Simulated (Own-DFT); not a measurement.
## Calculated data, GaN (wurtzite, atoms displaced)

A calculation, not a measurement: plane-wave PBE density functional theory by an unreviewed code, no spin, of a simulated periodic cell, stress positive in tension, free energy of the whole cell less one offset for each atom, forces on such cells passed a denser k mesh, this cell's mesh not checked; offsets are fitted by least squares, one for each functional and potential file, so energies compare only between cells with the same atoms and settings and are not formation energies; the far tail of each file's local potential was reset to the Coulomb form; each entry is a single point on an unrelaxed cell, so the pressure reflects the starting lattice, mostly measured values (interpolated for alloys), from which strain is counted, and rises with the displacements; printed positions are rounded, which can move forces by about a meV/angstrom; the program, named Own-DFT, is a retired in-house code; no spin-orbit coupling. Program: Own-DFT development build.

Settings shared by all entries: functional PBE; potential files PseudoDojo norm-conserving, scalar-relativistic, standard set; wave cutoff 42 hartree; occupations Fermi-Dirac; smearing width 0.1 eV; k mesh 3 x 4 x 3 centred on Gamma.

(1) 
```xyz
96
Lattice="12.7560 0.0000 0.0000 -4.7835 8.2853 0.0000 0.0000 0.0000 10.3700" Properties=species:S:1:pos:R:3:force_x:R:1:force_y:R:1:force_z:R:1 formula=GaN free_energy_of_cell_above_offsets=19.188 pressure=5.98 stress_xx=-5.93 stress_yy=-5.68 stress_zz=-6.32 stress_yz=0.09 stress_xz=-0.04 stress_xy=-0.21
Ga     0.0229     1.8266     0.0153     -0.482       0.27     -0.361
Ga     1.5532     0.9210     2.5954      1.058      0.022      0.024
N     -0.0292     1.7991     1.9747      0.071      0.698     -0.177
N      1.6354     0.9439     4.5555     -0.997     -0.651      -0.21
Ga    -0.0129     1.8151     5.1720      0.405      0.433      0.213
Ga     1.5938     0.8983     7.7712     -0.117      0.325     -0.195
N     -0.0129     1.8500     7.1397      0.305     -0.382     -0.312
N      1.6106     0.9278     9.7054     -0.284     -0.373      0.393
Ga    -1.5877     4.6156     0.0032      0.066     -0.352     -0.391
Ga    -0.0198     3.6909     2.5818        0.3     -0.168      -0.16
N     -1.5993     4.6302     1.9481     -0.029     -0.313      0.158
N      0.0182     3.6661     4.5203     -0.164      0.062      0.334
Ga    -1.6133     4.5759     5.1546      0.387      0.189      0.486
Ga     0.0129     3.6800     7.7427     -0.244       0.06      0.719
N     -1.5795     4.5892     7.1325      -0.11        0.3     -0.233
N      0.0204     3.6784     9.7316       -0.4     -0.205     -0.044
Ga    -3.2068     7.3793    10.3685      0.383     -0.324     -0.255
Ga    -1.5801     6.4584     2.6075     -0.265       0.08     -0.135
N     -3.1919     7.3551     1.9374      0.268      0.397      0.229
N     -1.6058     6.4287     4.5567      0.141      0.212     -0.133
Ga    -3.1942     7.3664     5.1948      0.242      0.039      0.035
Ga    -1.5845     6.4620     7.7690     -0.131     -0.793      0.329
N     -3.1831     7.3407     7.1574     -0.028      0.395     -0.247
N     -1.5620     6.4475     9.7439     -0.819      0.113     -0.353
Ga     3.1992     1.8091    10.3604      0.132      0.777      0.213
Ga     4.8422     0.9219     2.5610     -1.095      0.073      0.541
N      3.2079     1.8743     1.9583      -0.34     -0.898     -0.161
N      4.8136     0.9199     4.5310     -0.028     -0.169      0.225
Ga     3.1748     1.8417     5.1876      1.023     -0.046      0.022
Ga     4.7836     0.9199     7.7793     -0.148      0.035       0.07
N      3.1797     1.8230     7.1415      0.042      0.207     -0.042
N      4.8043     0.9453     9.7401     -0.329      -0.79     -0.212
Ga     1.5805     4.6005     0.0282       0.47     -0.124     -1.115
Ga     3.1706     3.6784     2.5860      0.151      0.336      0.159
N      1.5795     4.6069     1.9128      0.041      0.266      1.287
N      3.2651     3.6551     4.5470     -1.301      0.575      -0.03
Ga     1.5999     4.6277     5.1962      0.381     -0.927     -0.086
Ga     3.1784     3.6866     7.7746      0.291     -0.099      0.048
N      1.5876     4.6144     7.1688      0.208     -0.007     -0.818
N      3.1897     3.6656     9.7080      0.111      0.283      0.611
Ga    -0.0049     7.3526     0.0093      0.603      0.228     -1.007
Ga     1.5526     6.4930     2.5996      0.502      -0.75     -0.493
N     -0.0127     7.3697     1.8921     -0.078      0.146      1.194
N      1.5459     6.4222     4.5359      0.838        0.4      -0.01
Ga     0.0121     7.3461     5.1904     -0.672      0.652     -0.084
Ga     1.5799     6.4594     7.7480      0.408      0.057      0.515
N     -0.0307     7.3652     7.1353      0.562      0.202     -0.082
N      1.6150     6.4214     9.7155     -0.361      0.363      0.019
Ga     6.4044     1.7891    10.3522     -0.598       1.36      0.446
Ga     7.9748     0.9204     2.5992      0.115      0.106     -0.373
N      6.3970     1.8227     1.9704      0.246      0.621     -0.541
N      7.9949     0.8975     4.5151      -0.25      0.702      0.458
Ga     6.4173     1.8585     5.2091     -0.559      -0.35     -0.255
Ga     7.9536     0.9175     7.7584        0.2      -0.37      0.547
N      6.3834     1.8259     7.1703     -0.349      0.128     -0.655
N      7.9164     0.9154     9.7221      1.497     -0.193     -0.118
Ga     4.7837     4.6412     0.0202      0.005     -0.756      -0.61
Ga     6.3798     3.6809     2.5649      0.143     -0.009        0.3
N      4.7887     4.6207     1.9700     -0.163     -0.414       -0.3
N      6.3596     3.6920     4.5585      0.653     -0.445     -0.614
Ga     4.8096     4.5858     5.1810     -0.387      0.638      0.477
Ga     6.3295     3.6719     7.7703      1.265      0.108      0.391
N      4.8105     4.5874     7.1540     -0.893      0.413     -0.311
N      6.3992     3.6800     9.7193     -0.335      0.037      0.531
Ga     3.1769     7.3772    10.3657      -0.02     -0.142     -0.185
Ga     4.8140     6.4274     2.5582     -0.704      0.654      0.844
N      3.1532     7.4061     1.9388      0.531      -0.81      0.336
N      4.7873     6.4408     4.5806      -0.05      0.101     -0.841
Ga     3.1788     7.3938     5.1528      0.267     -0.993      0.557
Ga     4.8078     6.4438     7.8311      -0.29     -0.224     -1.158
N      3.2221     7.3560     7.1365     -0.559      0.019     -0.276
N      4.8012     6.4820     9.7174     -0.357     -0.335      0.969
Ga     9.5615     1.8612     0.0238     -0.196     -0.303     -1.048
Ga    11.1285     0.9355     2.6080      0.101     -0.527     -0.086
N      9.5637     1.8348     1.9295      -0.11      0.294      0.687
N     11.1349     0.9217     4.5822      0.349      0.081     -0.651
Ga     9.5647     1.8327     5.1681      -0.32      0.535      0.866
Ga    11.1632     0.9320     7.7694     -0.539     -0.211      0.162
N      9.5059     1.8634     7.1900      0.953       -0.5     -1.127
N     11.1502     0.9224     9.7307      0.262      0.034      0.153
Ga     7.9717     4.6475    10.3617      0.099     -1.271     -0.005
Ga     9.5691     3.6817     2.5832     -0.106      0.209     -0.028
N      7.9852     4.6299     1.9549     -0.162     -0.296      -0.03
N      9.5458     3.7060     4.5378      -0.07      -0.66     -0.162
Ga     7.9351     4.5951     5.1874      0.417      0.453       0.12
Ga     9.5827     3.6736     7.7824     -0.329      0.485     -0.347
N      7.9847     4.6065     7.1191     -0.291     -0.071      0.445
N      9.5768     3.6819     9.6959     -0.094      0.325      0.964
Ga     6.3899     7.3580    10.3672     -0.175      0.559     -0.066
Ga     7.9946     6.4648     2.5889     -0.355     -0.187      0.335
N      6.3832     7.3655     1.9400       0.09      0.213      0.294
N      7.9732     6.4700     4.5667      0.106     -0.273     -0.509
Ga     6.3965     7.3766     5.1691     -0.594     -0.464      0.736
Ga     7.9977     6.4514     7.8047     -0.674     -0.464     -0.695
N      6.3614     7.3474     7.1555      0.668      0.468      -0.23
N      7.9483     6.4209     9.7280      0.592      0.896      0.121
```

Units: free_energy_of_cell_above_offsets in eV; pressure, stress_xx, stress_yy, stress_zz, stress_yz, stress_xz, stress_xy in GPa; force_x, force_y, force_z in eV/Å.

(2) 
```xyz
96
Lattice="12.7560 0.0000 0.0000 -4.7835 8.2853 0.0000 0.0000 0.0000 10.3700" Properties=species:S:1:pos:R:3:force_x:R:1:force_y:R:1:force_z:R:1 formula=GaN free_energy_of_cell_above_offsets=19.036 pressure=5.94 stress_xx=-5.82 stress_yy=-5.75 stress_zz=-6.25 stress_yz=0.04 stress_xz=0.21 stress_xy=-0.21
Ga    -0.0210     1.8540    10.3577     -0.214      0.011      0.467
Ga     1.5805     0.9259     2.6081      0.222      0.213     -0.028
N     -0.0225     1.8297     1.9586      0.286      0.196      0.089
N      1.6166     0.9200     4.5697     -0.319     -0.054     -0.249
Ga     0.0220     1.8578     5.1775     -0.216     -0.575      0.282
Ga     1.5506     0.9174     7.7993      0.579     -0.231      0.034
N      0.0173     1.8630     7.1627     -0.242      -0.23     -0.737
N      1.5428     0.9410     9.7585      0.853      -0.54     -0.154
Ga    -1.5524     4.6055     0.0092     -0.404      -0.13     -0.256
Ga     0.0187     3.6686     2.6315     -0.484      0.004     -0.558
N     -1.5837     4.6085     1.9671      -0.19     -0.135      0.144
N     -0.0321     3.6667     4.5670      0.673      0.332     -0.106
Ga    -1.6042     4.5977     5.1418     -0.069      0.062      0.916
Ga     0.0052     3.6873     7.7275      0.225      0.408      0.927
N     -1.5889     4.5913     7.1571     -0.133      0.473     -0.648
N      0.0306     3.6592     9.7315     -0.319      0.676     -0.384
Ga    -3.1934     7.3556     0.0081     -0.386      0.363      0.118
Ga    -1.6104     6.4446     2.6037      0.281      -0.02     -0.207
N     -3.2004     7.3747     1.9772      0.175     -0.071     -0.141
N     -1.5873     6.4322     4.5516     -0.403      0.189     -0.149
Ga    -3.2167     7.3508     5.1667      0.304      0.198      0.165
Ga    -1.5994     6.4747     7.7717     -0.676     -0.594      0.169
N     -3.2240     7.3707     7.1119      0.314      0.032      0.241
N     -1.6322     6.4794     9.7319       0.75     -0.431      0.096
Ga     3.1964     1.8180     0.0033     -0.335      0.421      0.198
Ga     4.7696     0.9243     2.5735      0.454     -0.055      0.417
N      3.2220     1.8638     2.0032     -0.781     -0.422     -0.803
N      4.7585     0.9080     4.5443      0.445      0.069     -0.158
Ga     3.2011     1.8390     5.2232     -0.286     -0.057     -0.531
Ga     4.7854     0.9535     7.7723     -0.078     -0.735     -0.035
N      3.1699     1.7883     7.1350     -0.018       0.84      0.557
N      4.8069     0.9405     9.7157     -0.533     -0.395      0.259
Ga     1.6067     4.5887     0.0303     -0.418      0.156     -0.874
Ga     3.1801     3.6937     2.5928     -0.024      0.124       0.08
N      1.5641     4.5898     1.9193      0.418      0.357      1.176
N      3.1449     3.6649     4.5543      0.875      0.117     -0.074
Ga     1.6047     4.5979     5.1814     -0.375      0.159      0.231
Ga     3.2235     3.6864     7.7525     -0.968     -0.389      0.703
N      1.6001     4.6366     7.1325       0.17     -0.628     -0.063
N      3.1557     3.6746     9.7746      0.905     -0.117     -0.833
Ga    -0.0225     7.3878     0.0338      0.278     -0.394     -1.085
Ga     1.5886     6.4571     2.5837      0.194     -0.348     -0.094
N      0.0135     7.3707     1.9342     -0.429       0.02      0.613
N      1.5845     6.4193     4.5270     -0.107      0.544      0.099
Ga    -0.0180     7.3632     5.1820       0.23     -0.218      0.433
Ga     1.6116     6.4347     7.8063     -0.375      0.522     -0.501
N     -0.0571     7.3520     7.1652      1.348      0.566     -0.479
N      1.6052     6.4364     9.7222     -0.439      0.155      0.671
Ga     6.3603     1.8168     0.0230      0.507      0.613     -0.469
Ga     7.9760     0.9120     2.5759       0.39      0.266      0.433
N      6.4093     1.8134     1.9502     -0.581      0.496      0.311
N      8.0183     0.9239     4.5584     -1.149      0.271     -0.634
Ga     6.3625     1.8218     5.1529      0.315      0.471      0.158
Ga     7.9869     0.9431     7.8082     -0.471     -0.363     -0.631
N      6.3568     1.8679     7.1348      0.433     -0.484     -0.415
N      7.9806     0.9153     9.7215     -0.503     -0.134      0.416
Ga     4.7842     4.6420    10.3627     -0.161      -1.19      0.048
Ga     6.3823     3.7057     2.5615     -0.344     -0.478      0.286
N      4.7739     4.5934     1.9470      0.035      0.298      0.071
N      6.3738     3.7316     4.5287      0.386     -1.034     -0.059
Ga     4.8141     4.5909     5.1779     -0.994      0.699     -0.162
Ga     6.3699     3.6808     7.7381       0.14      0.463      0.513
N      4.7594     4.6139     7.1337      0.574      0.101     -0.181
N      6.3739     3.6730     9.7084     -0.148     -0.123      0.208
Ga     3.1644     7.3702     0.0246      0.433      -0.25     -0.605
Ga     4.7890     6.4521     2.5954     -0.112     -0.281     -0.172
N      3.2032     7.3832     1.9440     -0.265     -0.392       0.26
N      4.7692     6.4655     4.5106     -0.056     -0.187      0.787
Ga     3.1537     7.4109     5.1685       0.45     -1.008      0.271
Ga     4.7765     6.4647     7.7788     -0.119     -0.145      0.053
N      3.1938     7.3770     7.1303     -0.387       0.16      0.086
N      4.7913     6.4157     9.7403     -0.222      1.065     -0.174
Ga     9.5451     1.8144    10.3531      0.352      0.585       0.46
Ga    11.1430     0.9379     2.6066     -0.036     -0.141     -0.202
N      9.5550     1.8872     1.9736      0.011     -0.863     -0.456
N     11.1571     0.9286     4.5508      0.292      0.252      0.129
Ga     9.5577     1.8213     5.2070      0.442      0.403     -0.257
Ga    11.2054     0.9203     7.7586     -0.776     -0.027      0.303
N      9.5503     1.8047     7.1141      0.538      0.618      0.623
N     11.1413     0.9536     9.7274      0.244     -0.855     -0.081
Ga     7.9556     4.5701     0.0181        0.5      0.198      -0.76
Ga     9.5394     3.6759     2.6092      0.422      0.499     -0.164
N      7.9537     4.6039     1.9464      0.367      0.229       0.24
N      9.5688     3.6725     4.5601     -0.326      0.029     -0.093
Ga     7.9827     4.6150     5.1913     -0.098     -0.163      -0.04
Ga     9.5878     3.6810     7.7678     -0.347     -0.198      0.143
N      7.9673     4.6400     7.1317      0.141     -1.032     -0.076
N      9.5870     3.6518     9.7254     -0.199      0.461      0.165
Ga     6.3922     7.3532     0.0088      0.061      0.259     -0.211
Ga     7.9815     6.4437     2.6108     -0.408       0.06     -0.201
N      6.3672     7.3621     1.9747      0.333      0.221     -0.294
N      7.9367     6.4451     4.5569      0.433     -0.012     -0.211
Ga     6.3768     7.3953     5.1757      -0.53     -0.386      0.251
Ga     7.9874     6.4218     7.7598     -0.443      0.624      0.348
N      6.3524     7.3614     7.1492      0.598      0.071     -0.259
N      8.0006     6.4310     9.7151     -0.481     -0.101       0.31
```

Units: free_energy_of_cell_above_offsets in eV; pressure, stress_xx, stress_yy, stress_zz, stress_yz, stress_xz, stress_xy in GPa; force_x, force_y, force_z in eV/Å.

(3) 
```xyz
96
Lattice="12.7560 0.0000 0.0000 -4.7835 8.2853 0.0000 0.0000 0.0000 10.3700" Properties=species:S:1:pos:R:3:force_x:R:1:force_y:R:1:force_z:R:1 formula=GaN free_energy_of_cell_above_offsets=18.969 pressure=5.93 stress_xx=-5.57 stress_yy=-6 stress_zz=-6.22 stress_yz=-0.11 stress_xz=-0.26 stress_xy=-0.33
Ga    -0.0090     1.8406     0.0525     -0.034      0.046     -1.243
Ga     1.5639     0.9157     2.6063      0.584      -0.34     -0.277
N      0.0228     1.8433     1.9321     -0.371      0.185      0.969
N      1.6164     0.9105     4.5349     -0.828      0.091       0.07
Ga     0.0040     1.8305     5.1828      0.079      0.246     -0.004
Ga     1.6058     0.9050     7.7775      0.134     -0.014      0.122
N      0.0513     1.8260     7.1324     -0.763     -0.003      0.077
N      1.5914     0.9425     9.7314     -0.156     -0.476      0.069
Ga    -1.6102     4.6058    10.3682      0.662      0.006     -0.039
Ga     0.0003     3.7083     2.5896      0.351     -0.288       0.16
N     -1.5940     4.5774     1.9590       0.03      0.308     -0.297
N      0.0334     3.6789     4.5403     -0.577     -0.032      0.081
Ga    -1.6051     4.6034     5.2123      0.386      0.341     -0.813
Ga    -0.0020     3.6541     7.8082      0.134      0.352     -0.447
N     -1.5914     4.5890     7.1185     -0.118     -0.044      0.746
N      0.0306     3.6742     9.7294     -0.441      0.128      0.651
Ga    -3.1546     7.3760    10.3655     -0.566     -0.169      0.062
Ga    -1.5883     6.4299     2.5667      0.277      0.108       0.41
N     -3.1629     7.3390     1.9655     -0.599      0.348       -0.4
N     -1.5665     6.4810     4.5078     -0.398     -0.576       0.63
Ga    -3.2037     7.3784     5.1767      0.579     -0.507     -0.008
Ga    -1.6119     6.4442     7.7713      0.338     -0.224     -0.117
N     -3.2040     7.3480     7.1410     -0.032       0.24     -0.115
N     -1.5712     6.4563     9.7256     -0.199     -0.113      0.105
Ga     3.1810     1.8159     0.0129      0.101      0.541     -0.137
Ga     4.7757     0.9805     2.5678     -0.189     -0.881      0.837
N      3.1690     1.8339     1.9589     -0.156      0.231     -0.067
N      4.7539     0.9621     4.5691      0.537     -0.467     -0.503
Ga     3.1511     1.8346     5.1614      0.562      0.342      0.499
Ga     4.7623     0.9508     7.7590     -0.002     -0.964      0.108
N      3.1880     1.8406     7.1392     -0.319      0.057     -0.191
N      4.7877     0.9039     9.7372     -0.175      0.965     -0.415
Ga     1.6252     4.5977     0.0458     -0.383      0.494     -0.555
Ga     3.2089     3.6885     2.5724     -0.271     -0.349      0.565
N      1.6335     4.6238     1.9861     -0.623     -0.312     -0.228
N      3.1995     3.6730     4.5585     -0.417      0.275     -0.289
Ga     1.5820     4.6250     5.1936      0.313     -0.412      0.325
Ga     3.1590     3.6675     7.7851      0.206      0.369     -0.087
N      1.5842     4.6262     7.1689          0     -0.371     -0.358
N      3.1750     3.6735     9.7359      0.549     -0.072      0.149
Ga    -0.0202     7.4313     0.0203       0.65     -1.372      0.181
Ga     1.6086     6.4384     2.6177     -0.321        0.5     -0.291
N     -0.0042     7.3869     1.9847      0.303     -0.019     -0.327
N      1.6034     6.4377     4.5561      0.236      0.397      0.015
Ga     0.0237     7.3749     5.1848       -0.4       0.19     -0.103
Ga     1.5952     6.4462     7.8304     -0.427     -0.021     -0.708
N     -0.0082     7.3373     7.1298      0.062      0.569      0.275
N      1.6060     6.4707     9.7206     -0.339      -0.27       1.03
Ga     6.3711     1.8473    10.3345     -0.027     -0.078       0.59
Ga     7.9708     0.9180     2.5917      0.072     -0.091      0.103
N      6.3578     1.8520     1.9604      0.611     -0.024     -0.491
N      7.9761     0.9491     4.5916     -0.395     -0.793     -0.814
Ga     6.3709     1.8351     5.1937      -0.34      0.141     -0.022
Ga     7.9414     0.9067     7.7589      0.295      0.398      0.266
N      6.3426     1.8289     7.1367      0.513      0.587      0.389
N      7.9670     0.8921     9.7559     -0.192      0.885     -0.695
Ga     4.7945     4.6478    10.3394     -0.717     -1.006      0.658
Ga     6.3908     3.6678     2.6075     -0.304      0.428      -0.16
N      4.7551     4.6103     1.9512      0.904      -0.22     -0.224
N      6.4061     3.6598     4.5532     -0.758      0.394     -0.059
Ga     4.7462     4.6203     5.1846      0.739     -0.472      0.126
Ga     6.3535     3.7050     7.8134       0.33     -0.286     -0.768
N      4.7951     4.6153     7.1464      -0.59     -0.245     -0.077
N      6.3549     3.6971     9.7404      0.214     -0.386      0.013
Ga     3.2040     7.3831    10.3295     -0.228     -0.844      0.729
Ga     4.7638     6.4194     2.5957      0.316      0.559      -0.09
N      3.1837     7.3425     1.9432       0.14      0.547      0.033
N      4.7975     6.4489     4.5503     -0.398      -0.01     -0.035
Ga     3.1951     7.3674     5.2055     -0.087      0.004     -0.058
Ga     4.7907     6.4412     7.7673     -0.383      0.118      0.094
N      3.1650     7.3716     7.1635        0.4     -0.292     -0.243
N      4.7835     6.4172     9.7299      0.302      1.042     -0.316
Ga     9.5322     1.8164     0.0058      0.564      0.598      -0.14
Ga    11.1849     0.9030     2.5834     -0.307      0.621       0.39
N      9.5819     1.8743     1.9538     -0.238     -0.756      0.076
N     11.1549     0.9270     4.5694      0.206     -0.141     -0.479
Ga     9.5503     1.8043     5.1890      0.533      0.945      0.107
Ga    11.1756     0.9056     7.7790      -0.11      0.399     -0.122
N      9.5600     1.8383     7.1344     -0.061     -0.089      0.332
N     11.1423     0.9046     9.7372      0.231       0.25     -0.051
Ga     7.9375     4.6075    10.3558      0.724     -0.073      0.025
Ga     9.5739     3.6731     2.5971      -0.17      0.336       0.14
N      7.9672     4.6147     1.9347      0.027     -0.647      0.034
N      9.5702     3.6945     4.5497     -0.074     -0.394      0.045
Ga     7.9570     4.5798     5.1797       0.34      0.487       0.38
Ga     9.5464     3.6815     7.7787      0.045      0.203       -0.3
N      7.9407     4.6575     7.1586      0.175     -0.946     -0.265
N      9.5877     3.7040     9.7182     -0.772     -0.523      0.258
Ga     6.4108     7.3572    10.3544     -0.611      0.087      0.596
Ga     7.9912     6.3938     2.5978     -0.264      0.993     -0.118
N      6.3708     7.3979     1.9778      0.214      -1.07     -0.464
N      7.9832     6.4486     4.5363     -0.246     -0.242      0.198
Ga     6.3752     7.3587     5.1790      0.278      0.073     -0.352
Ga     7.9384     6.4672     7.7733      0.212      0.037      -0.12
N      6.3475     7.3671     7.1023      0.257      0.158      0.497
N      7.9504     6.4314     9.7110      0.655      0.307      0.261
```

Units: free_energy_of_cell_above_offsets in eV; pressure, stress_xx, stress_yy, stress_zz, stress_yz, stress_xz, stress_xy in GPa; force_x, force_y, force_z in eV/Å.
